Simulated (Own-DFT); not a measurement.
# Response to strain: C40 NbSi2, 36 atoms (Nb12Si24)

All numbers below are calculated, not measured. The program, named Own-DFT, is a retired in-house plane-wave density functional code that no person has reviewed. Each row is one single-point run on a periodic cell that was not relaxed, without spin or spin-orbit coupling.

Settings of every run: PBE; PseudoDojo norm-conserving scalar-relativistic files; cutoff 42 hartree; 4 x 4 x 5 k mesh centred on Gamma; cold (Marzari-Vanderbilt) smearing of 0.2 eV.

Known limits: forces on such cells failed a check on a denser k mesh; stress not checked against mesh or cutoff.

Unstrained cell vectors in Å: (0.000, 8.324, 0.000); (-9.613, 0.000, 0.000); (0.000, 0.000, 6.586). The unstrained cell was taken from the Materials Project. The random moves and any unrelaxed bonds add to the pressure at no strain. Each run strains this cell uniformly, with the atoms carried along. Every atom was also moved at random, by a Gaussian of width 0.05 Å on each axis. Strain is the symmetric tensor, in per cent. Stress is positive in tension, and the pressure is minus a third of its trace.

| run | e_xx (%) | e_yy (%) | e_zz (%) | e_yz (%) | e_xz (%) | e_xy (%) | s_xx (GPa) | s_yy (GPa) | s_zz (GPa) | s_yz (GPa) | s_xz (GPa) | s_xy (GPa) | P (GPa) | E (meV/atom) |
|---|---|---|---|---|---|---|---|---|---|---|---|---|---|---|
| 1 | 0.19 | -0.86 | -0.90 | 0.62 | 0.32 | -0.13 | -3.04 | -5.87 | -8.36 | 2.24 | 1.34 | -0.32 | 5.76 | 14.6 |
| 2 | 0.93 | 1.67 | 1.47 | -0.26 | 1.84 | 0.62 | 3.18 | 5.00 | 4.28 | -0.51 | 4.89 | 1.54 | -4.15 | 18.0 |
| 3 | 0.39 | 0.08 | 0.58 | -0.69 | -0.81 | 0.38 | -0.22 | -0.64 | -0.82 | -2.00 | -2.55 | 1.08 | 0.56 | 0.0 |
| 4 | -1.79 | 1.32 | 1.36 | -1.88 | -1.84 | -1.59 | -6.88 | 2.14 | 1.22 | -5.73 | -5.29 | -4.95 | 1.17 | 25.5 |
| 5 | -0.27 | 1.19 | -1.24 | 0.36 | -1.24 | -1.89 | -3.85 | 0.28 | -8.26 | 0.61 | -3.13 | -5.05 | 3.94 | 21.8 |
| 6 | -1.71 | 0.35 | -1.15 | -0.76 | 1.53 | 0.98 | -10.27 | -3.35 | -10.50 | -2.71 | 5.20 | 4.05 | 8.04 | 32.5 |
| 7 | -1.66 | 0.99 | -0.57 | 1.79 | -0.38 | -1.67 | -8.61 | -0.84 | -7.24 | 5.84 | -1.41 | -5.33 | 5.56 | 28.6 |
| 8 | -1.96 | -0.62 | 0.42 | 0.92 | -0.95 | 0.29 | -9.58 | -5.50 | -3.84 | 2.54 | -3.03 | 0.60 | 6.30 | 12.9 |
| 9 | -1.22 | 0.37 | 1.69 | 0.42 | 0.08 | 0.75 | -5.85 | -0.16 | 3.27 | 0.78 | 0.49 | 2.60 | 0.92 | 14.4 |
| 10 | 1.77 | -0.37 | -0.50 | -1.30 | -1.26 | 1.08 | 3.22 | -2.29 | -5.20 | -4.17 | -4.40 | 2.70 | 1.42 | 12.6 |
| 11 | 1.71 | -1.15 | 0.78 | -0.58 | -0.01 | -0.75 | 3.89 | -4.74 | 0.04 | -1.56 | 0.46 | -1.89 | 0.27 | 8.9 |
| 12 | 1.23 | 0.57 | -0.64 | 1.26 | 1.43 | -0.82 | 1.75 | -0.32 | -6.31 | 4.52 | 4.67 | -2.16 | 1.63 | 31.2 |
| 13 | 0.37 | -0.96 | 0.41 | -0.91 | -0.47 | -0.33 | -1.38 | -6.29 | -1.82 | -2.75 | -1.12 | -0.76 | 3.16 | 16.4 |
| 14 | 1.70 | -0.40 | 1.74 | -0.65 | -0.84 | 1.29 | 3.77 | -1.04 | 4.18 | -1.85 | -1.99 | 3.77 | -2.31 | 22.0 |
| 15 | -0.60 | 0.44 | -0.45 | -1.44 | 1.22 | 1.68 | -5.01 | -1.57 | -6.05 | -4.19 | 4.50 | 4.62 | 4.21 | 23.8 |
| 16 | -0.11 | -1.82 | 0.78 | -0.07 | -1.62 | -0.48 | ? | ? | ? | ? | ? | ? | ? | ? |

E is the free energy for each atom above the lowest run shown.

## Worked fit

Each stress component was fitted by least squares to a constant and the strains of the runs shown, as fractions, with shears doubled. Shear strains stay in the fit of a normal stress only where such slopes are resolved. The slopes, in GPa:

```
stress  at no strain  per e_xx  per e_yy  per e_zz  scatter
  s_xx          -2.6   366 ± 9   62 ± 15   80 ± 12     0.45
  s_yy          -2.4   69 ± 10  349 ± 16   87 ± 13     0.49
  s_zz          -4.0    67 ± 9   54 ± 15  444 ± 12     0.45
```

Each shear stress against twice its own strain: yz 154 ± 5, xz 158 ± 8, xy 141 ± 8 GPa. These are stiffnesses along x, y and z of the frame in which the cell vectors are given, which need not be the crystal's axes. The atoms are held to the strained lattice; where symmetry lets them move under strain, relaxing them would lower some slopes. The table should be nearly symmetric about its diagonal, and what it lacks of that shows the noise. A ninth of its sum, 175 ± 6 GPa, estimates the bulk modulus near the mean pressure of these runs, 2.4 GPa, so it lies above the value at zero pressure.

## Withheld run

Question: what normal stresses and pressure should run 16 give?

The fit gives s_xx = -3.5, s_yy = -8.2, s_zz = -1.6 and P = 4.4 GPa. The calculation gave -3.83, -8.48, -1.74 and P = 4.68 GPa.
